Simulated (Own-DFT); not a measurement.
# Computed records: AlN (wurtzite, atoms displaced)

Computed with Own-DFT development build. A calculation, not a measurement: plane-wave PBE density functional theory by an unreviewed code, no spin, of a simulated periodic cell, stress positive in tension, free energy of the whole cell less one offset for each atom, forces on such cells passed a denser k mesh, this cell's mesh not checked; offsets are fitted by least squares, one for each functional and potential file, so energies compare only between cells with the same atoms and settings and are not formation energies; the far tail of each file's local potential was reset to the Coulomb form; each entry is a single point on an unrelaxed cell, so the pressure reflects the starting lattice, mostly measured values (interpolated for alloys), from which strain is counted, and rises with the displacements; printed positions are rounded, which can move forces by about a meV/angstrom; the program, named Own-DFT, is a retired in-house code; no spin-orbit coupling.

Common to all runs: functional PBE; potential files PseudoDojo norm-conserving, scalar-relativistic, standard set; wave cutoff 42 hartree; occupations Fermi-Dirac; smearing width 0.1 eV; hardware one NVIDIA H100; k mesh 2 x 2 x 2 centred on Gamma.

(1) 
```xyz
128
Lattice="12.4480 0.0000 0.0000 -6.2240 10.7803 0.0000 0.0000 0.0000 9.9640" Properties=species:S:1:pos:R:3:force_x:R:1:force_y:R:1:force_z:R:1 formula=AlN free_energy_of_cell_above_offsets=-23.034 pressure=12.35 stress_xx=-11.58 stress_yy=-13.38 stress_zz=-12.09 stress_yz=0.78 stress_xz=-0.87 stress_xy=-0.51 wall_time=405.2
Al     0.0404     1.7469     0.0762     -0.745      0.675     -1.108
Al     1.4746     1.0685     2.7001      1.499      -1.46     -7.413
N      0.0022     1.9284     1.8466     -0.756       -2.4      2.684
N      1.5418     1.0279     4.3680       0.48     -2.389      4.633
Al    -0.0435     1.6129     5.0424      3.067      4.483      1.701
Al     1.4254     0.8642     7.4400      1.657      1.776      3.221
N      0.0265     1.8077     6.8964     -0.919      0.226      0.067
N      1.5015     0.9045     9.4800       1.41     -0.546      -2.21
Al    -1.5401     4.3855     0.0016      1.348      3.208      0.174
Al     0.0664     3.5664     2.5065      -0.47       3.51      0.298
N     -1.6224     4.5832     1.8300      0.676     -1.744      2.318
N      0.2388     3.6117     4.4439     -4.077      -2.25     -1.441
Al    -1.4337     4.3011     5.0281     -1.037      1.811     -0.003
Al     0.1884     3.6726     7.5719     -3.817     -2.011     -1.395
N     -1.5321     4.4237     6.9071       1.99      0.669     -0.119
N      0.0002     3.5431     9.3734      1.256     -0.094      0.673
Al    -3.2614     7.2022     9.9564       1.63     -1.782      0.407
Al    -1.6053     6.3420     2.5130     -0.344      0.898     -0.386
N     -3.3198     7.1579     1.9147      4.814      0.374      -1.31
N     -1.6249     6.6697     4.3879     -0.258     -3.469     -0.343
Al    -3.3917     7.3667     4.9099      2.127     -7.584      3.227
Al    -1.3712     6.2368     7.4691     -5.714     -1.334      0.591
N     -3.1799     7.0427     6.8662     -0.436      2.414     -0.164
N     -1.5545     6.2714     9.3170     -1.684     -1.293      0.771
Al    -4.8690     9.8071     9.9360      8.528      3.921      3.603
Al    -3.2566     8.8703     2.4945      1.503      2.392     -3.135
N     -4.7749     9.7593     1.8852       1.76      3.828      0.496
N     -3.1212     8.8369     4.2403     -0.128      7.579      2.213
Al    -4.5322     9.8813     4.9823      -0.96      0.422     -0.998
Al    -3.3144     9.0162     7.3796       5.32     -3.292      2.791
N     -4.7033     9.9500     6.9793     -0.868     -0.197     -3.001
N     -3.1796     8.9141     9.4812      -0.79       2.03     -2.247
Al     3.1641     1.9003     0.0168     -0.661     -3.382      0.515
Al     4.6097     0.9193     2.6259      0.624     -0.362     -3.993
N      3.1510     1.7802     1.8539      -1.61      2.206      2.132
N      4.7011     0.9289     4.3671     -0.771      2.243      3.199
Al     2.9786     1.8645     5.1447      2.282      0.949     -4.633
Al     4.6619     0.9528     7.5293      0.803     -1.795      -0.34
N      3.0095     1.6702     6.8440      1.405      1.339      3.264
N      4.6270     0.8628     9.4066      0.272      1.049     -1.274
Al     1.5520     4.4094     0.0117      0.428      3.004      0.866
Al     3.2282     3.7908     2.4361     -5.461     -3.405      1.681
N      1.5720     4.8338     1.8997      0.655     -9.213     -2.682
N      3.0660     3.7682     4.4307       3.75     -3.393     -1.578
Al     1.6464     4.4507     5.0448     -1.681      3.288     -2.351
Al     3.1714     3.4833     7.5097     -0.394      1.053     -0.751
N      1.5798     4.3912     6.7559      2.438      1.223      4.274
N      3.2302     3.5981     9.3604     -1.623      1.042       0.18
Al    -0.1073     7.1954     9.8599      1.567     -1.643      1.721
Al     1.3447     6.2634     2.6786     -1.345      5.098     -10.63
N     -0.0087     7.2533     1.8126      -1.23     -0.147        1.3
N      1.6572     6.2601     4.1784       0.26      0.223      13.73
Al    -0.0409     7.1660     5.0678      0.644      0.842     -0.162
Al     1.6936     6.1904     7.4566     -1.114        0.8      1.691
N      0.0539     7.0199     7.0524      3.735      3.274     -3.385
N      1.5896     6.4024     9.4485     -0.522     -3.155     -2.848
Al    -1.5028     9.8393     9.9150     -2.186      0.672      1.842
Al    -0.0140     9.0079     2.5312     -2.479     -0.895     -0.093
N     -1.5825     9.9548     1.9493     -0.125     -1.551     -0.185
N      0.0196     9.0446     4.4741     -1.168     -1.393     -0.664
Al    -1.4638    10.0601     5.0424     -0.402     -3.047     -0.682
Al     0.0313     9.0522     7.4850     -0.638     -1.254     -0.122
N     -1.5897     9.8304     6.8619     -1.095       0.94      0.689
N     -0.1057     8.8685     9.3363      2.163      2.755     -0.438
Al     6.2363     1.9008     9.8296     -1.784      -2.19      2.016
Al     7.8790     0.7924     2.4333     -3.441      2.077      0.127
N      6.1676     1.7628     1.8453      1.488      0.988      0.738
N      7.6977     0.9354     4.3576      4.319     -2.151     -2.229
Al     6.3767     1.8261     4.9430     -4.042      1.459      1.752
Al     7.7140     0.8389     7.3467      7.062      3.769      4.352
N      6.4046     1.6967     6.9401     -7.933      5.345     -2.994
N      7.6043     0.8415     9.3940      4.086     -0.862      0.541
Al     4.6756     4.5748     0.1314      1.134      -1.98     -2.503
Al     6.2597     3.5840     2.4652      0.681     -0.561     -0.027
N      4.6820     4.4601     1.9197      2.983      1.844      0.279
N      6.2582     3.7226     4.4390     -3.524      -3.22     -1.582
Al     4.6354     4.5723     4.8958      0.553     -0.696      1.259
Al     6.1565     3.6780     7.4643      2.312     -2.302     -2.213
N      4.6831     4.5658     6.9270     -1.181     -3.386     -2.885
N      6.1360     3.5349     9.1477      0.551      1.994      5.373
Al     3.0502     7.3158     0.0198      1.001     -5.888      0.968
Al     4.5578     6.2253     2.5778        0.7      2.424     -5.694
N      2.9735     7.1038     1.7661      1.972      0.877       3.51
N      4.6520     6.3142     4.2612     -0.422      0.127      4.445
Al     3.0798     7.2289     4.9121     -0.137     -8.781      3.242
Al     4.7838     6.1831     7.4158     -1.532      3.871      2.314
N      3.1548     7.1559     6.8186      1.029     -0.805      0.024
N      4.8555     6.2131     9.4633     -6.773     -0.546     -3.584
Al     1.7089     9.7691     0.0011     -8.021      4.432      1.888
Al     3.0423     8.8653     2.5085      0.836     -1.406     -1.685
N      1.5334     9.8095     2.0639      1.931      0.607      -2.16
N      3.0802     8.6657     4.3001      0.895      12.18     -1.337
Al     1.4997     9.8761     4.8778      1.794       0.68      2.078
Al     3.2686     8.8240     7.5478      -1.76       2.62     -0.961
N      1.4397    10.0833     6.8796      1.445      -9.14     -2.801
N      2.9055     8.8588     9.3797      6.823      1.984     -3.463
Al     9.3219     1.8134     0.1477     -0.257     -0.924     -2.702
Al    10.7235     0.8354     2.6390      3.879     -0.077     -2.138
N      9.4049     1.8666     2.0298     -1.414      -2.46     -0.767
N     10.9506     0.9757     4.4893     -3.147     -3.228     -3.252
Al     9.3518     1.8374     4.7625     -1.379     -3.101       4.73
Al    10.9458     0.8740     7.5830     -2.133      2.624     -0.829
N      9.3939     1.6876     6.7682      -0.46      1.202      1.081
N     10.9287     0.8508     9.4666      -1.18      1.402      0.071
Al     7.9473     4.4363     9.9170     -2.338     -0.573      0.674
Al     9.2414     3.5643     2.4870      1.092      3.915      1.427
N      7.7769     4.5220     1.8437     -0.543      -0.82      0.438
N      9.3257     3.5055     4.5615     -0.117      4.449     -2.699
Al     7.5932     4.4345     5.1754      5.639      2.513     -0.505
Al     9.3104     3.7409     7.4253      4.243     -5.134      1.251
N      7.8609     4.4329     7.0147     -5.793      2.865     -1.577
N      9.4649     3.5530     9.4374     -2.133     -1.463     -1.468
Al     6.1662     7.1012     9.7751      5.536      4.127      4.865
Al     7.7110     6.4334     2.5006     -1.188     -4.096      0.981
N      6.4125     7.3504     1.8055     -4.789     -0.833     -0.033
N      7.6789     6.1716     4.3830     -0.866       1.48      0.838
Al     6.0874     7.1863     4.9957        2.3      0.497     -1.638
Al     7.6373     6.3264     7.4782      3.786     -1.539      0.787
N      6.2339     7.2308     6.8304     -1.485      1.015      1.308
N      7.7273     6.1366     9.4591     -0.168      2.411     -2.737
Al     4.6611     9.9762     0.1665     -0.166     -1.286     -5.638
Al     6.2259     9.0596     2.5265     -0.598      -2.17     -0.374
N      4.6655     9.7972     1.7924     -2.047       1.23      7.876
N      6.3058     9.0571     4.4252     -1.452     -0.211      0.452
Al     4.6796     9.9159     4.8955     -0.431     -1.455      2.125
Al     6.2798     9.1400     7.5842     -2.874     -1.665     -0.231
N      4.6371     9.9903     6.9292      1.027     -3.259     -0.827
N      6.1987     9.0856     9.5569     -6.169     -4.527     -5.149
```

Units: free_energy_of_cell_above_offsets in eV; pressure, stress_xx, stress_yy, stress_zz, stress_yz, stress_xz, stress_xy in GPa; wall_time in s; force_x, force_y, force_z in eV/Å.

(2) 
```xyz
128
Lattice="12.4480 0.0000 0.0000 -6.2240 10.7803 0.0000 0.0000 0.0000 9.9640" Properties=species:S:1:pos:R:3:force_x:R:1:force_y:R:1:force_z:R:1 formula=AlN free_energy_of_cell_above_offsets=-23.871 pressure=11.84 stress_xx=-11.16 stress_yy=-10.84 stress_zz=-13.54 stress_yz=3.29 stress_xz=0.88 stress_xy=1.01 wall_time=411.7
Al    -0.0526     1.9644     0.0217      1.311     -5.292      1.063
Al     1.6025     1.0094     2.3562     -0.947     -2.153      2.892
N     -0.0583     1.6877     1.9426      2.889      3.992     -3.112
N      1.4966     0.9586     4.3407      0.687      0.635     -0.052
Al     0.0556     2.0593     5.1884     -1.029     -4.539     -6.786
Al     1.4592     0.8411     7.3723      4.869     -1.106      1.441
N      0.1673     1.7843     6.8408     -5.192      2.377       3.94
N      1.5517     0.9203     9.4261     -0.843      0.354     -1.106
Al    -1.5921     4.3058     0.0235      0.165      3.379     -1.027
Al    -0.0360     3.6891     2.3884       1.26     -0.965      1.126
N     -1.6119     4.3953     1.8250      0.625      0.252      1.138
N     -0.1848     3.6263     4.3268      3.672      0.246     -0.202
Al    -1.5153     4.4886     5.0708     -2.168      2.727     -1.374
Al    -0.1198     3.5769     7.5248      3.469     -0.149     -0.621
N     -1.5783     4.4542     6.9063      1.525     -1.567     -0.684
N      0.1384     3.5368     9.3403     -3.655      1.629     -0.257
Al    -3.1211     7.0786     9.9404     -0.039     -0.833     -2.039
Al    -1.7515     6.1540     2.5650      4.763      0.449     -0.071
N     -3.1306     6.8710     1.7695      1.497      4.848     -0.504
N     -1.6090     6.3253     4.4214     -0.772     -0.395      0.476
Al    -3.2421     7.3809     4.8558      4.535     -1.163      2.615
Al    -1.7253     6.1081     7.4536      2.605      4.108      0.159
N     -3.0796     7.1448     6.8783       -0.4      2.527     -1.575
N     -1.5445     6.2184     9.2659       0.28     -1.154      1.346
Al    -4.6059     9.9803     0.0305     -0.834     -1.957     -1.042
Al    -3.3114     8.8182     2.3120       4.53      0.422      1.583
N     -4.6421     9.8423     1.8729     -2.743      1.459      -0.28
N     -3.0011     9.1237     4.2950     -2.861     -2.089     -0.603
Al    -4.6604     9.7129     4.9314      0.854      4.412      0.396
Al    -3.0804     9.0186     7.5322     -0.814     -1.157     -1.626
N     -4.7699     9.8370     6.8388      4.496       1.21     -1.243
N     -3.2528     8.8316     9.3174      1.504      2.294       2.12
Al     3.1119     1.7203     0.0388      0.682      2.382     -3.108
Al     4.7589     1.0471     2.4800     -1.894     -2.431      0.202
N      3.0632     1.8751     1.7649      1.984     -0.403      3.882
N      4.5872     0.7804     4.4669      1.209      10.06     -4.566
Al     3.0439     1.9677     4.9358     -0.827     -11.49      2.835
Al     4.6910     0.8807     7.6097     -1.146     -0.026     -4.979
N      3.1296     1.6405     6.7442          0      1.636      2.685
N      4.7350     0.8891     9.3484     -3.069     -1.126      1.384
Al     1.5782     4.3673     9.8903      3.572      2.527      0.112
Al     3.1043     3.6221     2.5525      0.563      0.064     -1.679
N      1.7497     4.5959     1.7575     -3.157     -1.497      2.206
N      3.2288     3.4449     4.4581      0.069      10.67     -3.823
Al     1.5392     4.3782     4.9697     -0.321      1.626      0.524
Al     3.1391     3.6642     7.3462       4.68     -4.585      3.086
N      1.6610     4.2777     7.0130      -6.15      4.022     -2.937
N      3.2508     3.5795     9.5802     -1.242     -0.981     -3.078
Al     0.1462     7.0766     9.7697     -3.107      0.064      2.613
Al     1.5016     6.2862     2.5910     -0.906      0.676     -3.257
N     -0.1438     7.1036     1.9620      1.099       0.31      -0.82
N      1.4011     6.1815     4.3165      1.913     -0.553      4.216
Al     0.0351     7.3104     4.9657     -1.143       -5.1      1.419
Al     1.7475     6.4087     7.4911     -7.805     -3.944      0.616
N      0.0270     7.2908     6.8538      0.577     -3.744     -0.069
N      1.6628     6.2920     9.2797     -0.544     -1.984      0.749
Al    -1.4716     9.9902     0.0060     -0.287     -4.462      1.079
Al    -0.1273     9.0152     2.6212      3.223     -2.565     -1.213
N     -1.5970     9.6990     1.9915     -1.928      3.403     -2.866
N     -0.0591     8.8982     4.4657      0.254      6.651     -1.188
Al    -1.5594    10.0592     4.9280        0.1     -9.263       3.29
Al    -0.0250     8.9391     7.4535     -1.293      1.209     -0.864
N     -1.6511     9.8795     6.8572      2.011      0.719      0.647
N      0.0106     8.8244     9.2761      0.343       3.19      1.392
Al     6.1433     1.7078     9.9005      3.674      2.786     -1.259
Al     7.8296     0.8701     2.4389     -1.659      1.907      0.623
N      6.2248     1.8281     1.6662     -0.362     -0.361      4.805
N      7.8594     0.9729     4.3184     -1.871      1.897      0.704
Al     6.1488     1.7225     4.9624      0.751      1.204       0.45
Al     7.7062     0.8038     7.5297      1.292      1.927      -1.66
N      6.2727     1.7445     6.8903     -1.276      0.216     -0.802
N      7.7626     0.8953     9.2894      0.747     -0.797      1.761
Al     4.7015     4.5937     0.1805      0.821     -3.859      -6.66
Al     6.1151     3.6026     2.4680      3.061     -0.508     -2.338
N      4.6799     4.5049     1.8102      0.032      0.431        7.5
N      6.2502     3.5547     4.2275     -1.399      0.243      3.144
Al     4.7147     4.6993     4.9549      0.212     -3.719     -0.469
Al     6.2254     3.5339     7.4840      1.656      0.604      0.119
N      4.7433     4.4390     6.7787     -0.109      0.579      0.344
N      6.2350     3.4923     9.3270      0.005      1.292      1.156
Al     3.2134     6.9917     9.8772     -4.911      4.649      3.307
Al     4.6910     6.3342     2.3894     -0.554     -0.131      1.302
N      3.0391     7.1010     2.0040      1.757      0.672     -2.092
N      4.6269     6.3888     4.4457      0.988      0.025     -1.347
Al     3.0689     7.2055     5.1286     -0.894     -1.335     -2.134
Al     4.7200     6.1977     7.3894     -0.523      0.738       2.36
N      3.0844     7.0990     6.9300      5.894       3.54      -1.41
N      4.5241     6.1521     9.4520      6.425       0.85     -3.309
Al     1.5818     9.8947     9.8309      0.105     -1.128      2.547
Al     3.2176     8.9116     2.4140      -4.65      -1.31      2.583
N      1.7382    10.0055     2.0058     -2.629     -4.339     -2.197
N      3.0397     8.7956     4.4074      0.608      3.979      0.033
Al     1.4286    10.1267     4.9599      1.762     -4.907     -0.783
Al     3.0242     9.1018     7.5151      2.592     -1.691     -0.556
N      1.4888     9.8786     6.8051      0.602      0.497      1.086
N      3.2487     8.9036     9.4590     -1.637      0.887     -1.583
Al     9.5663     1.7163     0.0959      -7.68      3.581     -0.205
Al    10.9930     0.9094     2.4780     -5.047     -1.757      3.145
N      9.1644     1.7590     1.7995      4.648      1.852      1.825
N     10.8928     0.9423     4.4015     -0.408      0.307      1.214
Al     9.3025     1.9953     5.0431      1.435     -3.115      -1.06
Al    10.8765     0.9447     7.4078      0.268     -0.999     -0.837
N      9.3073     1.9264     6.9114      0.554     -2.096      0.155
N     10.8450     0.9252     9.3967       4.96      -0.82     -2.978
Al     7.8779     4.3508     0.0778     -5.571      3.015      1.264
Al     9.3278     3.6511     2.6400      3.739     -4.449     -3.192
N      7.9645     4.3137     2.0372     -7.109      4.498     -2.298
N      9.3969     3.6627     4.3294     -0.352      0.587       4.01
Al     7.7541     4.4394     4.8430      1.162      1.343      1.373
Al     9.3639     3.6622     7.4544     -0.303     -2.181       2.78
N      7.9942     4.4886     6.8859     -5.144      2.138     -2.515
N      9.2470     3.6504     9.4539      5.771     -3.937     -3.248
Al     6.2595     7.4888     0.1778      0.496     -4.453      -3.32
Al     7.9321     6.3846     2.5286     -5.461     -4.161       0.04
N      6.3356     7.2309     1.9185     -1.143      0.153      2.007
N      7.7936     6.4710     4.3385     -1.363     -2.366      0.278
Al     6.2561     7.1888     4.9984     -1.533      1.544      0.359
Al     7.8581     6.4091     7.4111     -2.672     -2.493      1.843
N      6.1322     7.2201     6.9068      2.384     -0.269     -0.928
N      7.6532     6.2785     9.3942      0.815      0.007      0.088
Al     4.6846     9.9900     9.9449      0.535     -2.649      0.398
Al     6.1341     9.0104     2.5713      0.911      0.641     -0.444
N      4.5653     9.8192     1.9390        4.8      2.456     -2.116
N      6.2166     9.0863     4.3990     -0.245     -2.751     -0.475
Al     4.6910     9.7698     5.1399     -1.887      1.862     -4.919
Al     6.4503     8.9846     7.5969     -4.573     -2.157     -5.629
N      4.8497     9.8501     6.8187     -2.155      1.111      5.426
N      6.2671     8.9798     9.2005     -1.041      2.866      8.155
```

Units: free_energy_of_cell_above_offsets in eV; pressure, stress_xx, stress_yy, stress_zz, stress_yz, stress_xz, stress_xy in GPa; wall_time in s; force_x, force_y, force_z in eV/Å.
